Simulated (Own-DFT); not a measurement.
# How strain changes the stress of wurtzite AlGaN with randomly placed atoms, 72 atoms (Al27Ga9N36)

Calculated results; nothing here was measured. The program, named Own-DFT, is a retired in-house plane-wave density functional code that no person has reviewed. Each row is one single-point run on a periodic cell that was not relaxed, without spin or spin-orbit coupling.

Settings of every run: PBE; PseudoDojo norm-conserving scalar-relativistic files (stringent for Ga); cutoff 96 hartree; 4 x 4 x 3 k mesh centred on Gamma; Gaussian smearing of 0.01 eV.

Known limits: forces on such cells passed a denser k mesh, each cell not checked; stress not checked against mesh or cutoff.

Unstrained cell vectors in Å: (9.394, 0.000, 0.000); (-4.697, 8.135, 0.000); (0.000, 0.000, 10.065). The unstrained cell has measured lattice constants (interpolated for alloys), not those of this functional. That, the random moves and any unrelaxed bonds set the pressure at no strain. Each run strains this cell uniformly, with the atoms carried along. Every atom was also moved at random, by a Gaussian of width 0.05 Å on each axis. The random placing of the alloy's atoms differs from row to row. Strain is the symmetric tensor, in per cent. Stress is positive in tension, and the pressure is minus a third of its trace.

```
run,e_xx (%),e_yy (%),e_zz (%),s_xx (GPa),s_yy (GPa),s_zz (GPa),P (GPa),E (meV/atom)
1,0.00,0.00,2.75,-5.12,-3.68,5.55,1.08,0.0
2,0.00,0.00,-1.00,-7.54,-7.77,-11.13,8.81,28.6
3,0.00,0.00,2.00,-3.14,-5.11,0.69,2.52,5.1
4,0.00,0.00,0.50,-7.34,-5.97,-3.53,5.61,9.2
5,0.00,0.00,-1.25,-7.48,-7.85,-13.42,9.58,33.8
6,0.00,0.00,1.50,-5.78,-4.58,-0.18,3.51,15.1
7,0.00,0.00,0.25,-5.99,-8.24,-4.61,6.28,21.3
8,0.00,0.00,1.75,-2.36,-7.14,0.38,3.04,11.6
9,0.00,0.00,-0.75,?,?,?,?,?
```

E is the free energy for each atom above the lowest run shown.

## Worked fit

The change of volume is close to e_xx + e_yy + e_zz. A straight line through the runs shown gives P = 6.78 - 212 x (fractional change of volume) GPa, with an error of 3 on the slope and a scatter of 0.11 GPa. The strain isn't the same on all axes and the cell isn't cubic, so the slope belongs to this path and is not the bulk modulus.

## Withheld run

Question: what pressure should run 9 give? Its volume changes by -0.75 %.

The line gives 8.4 GPa. The calculation gave 8.72 GPa.
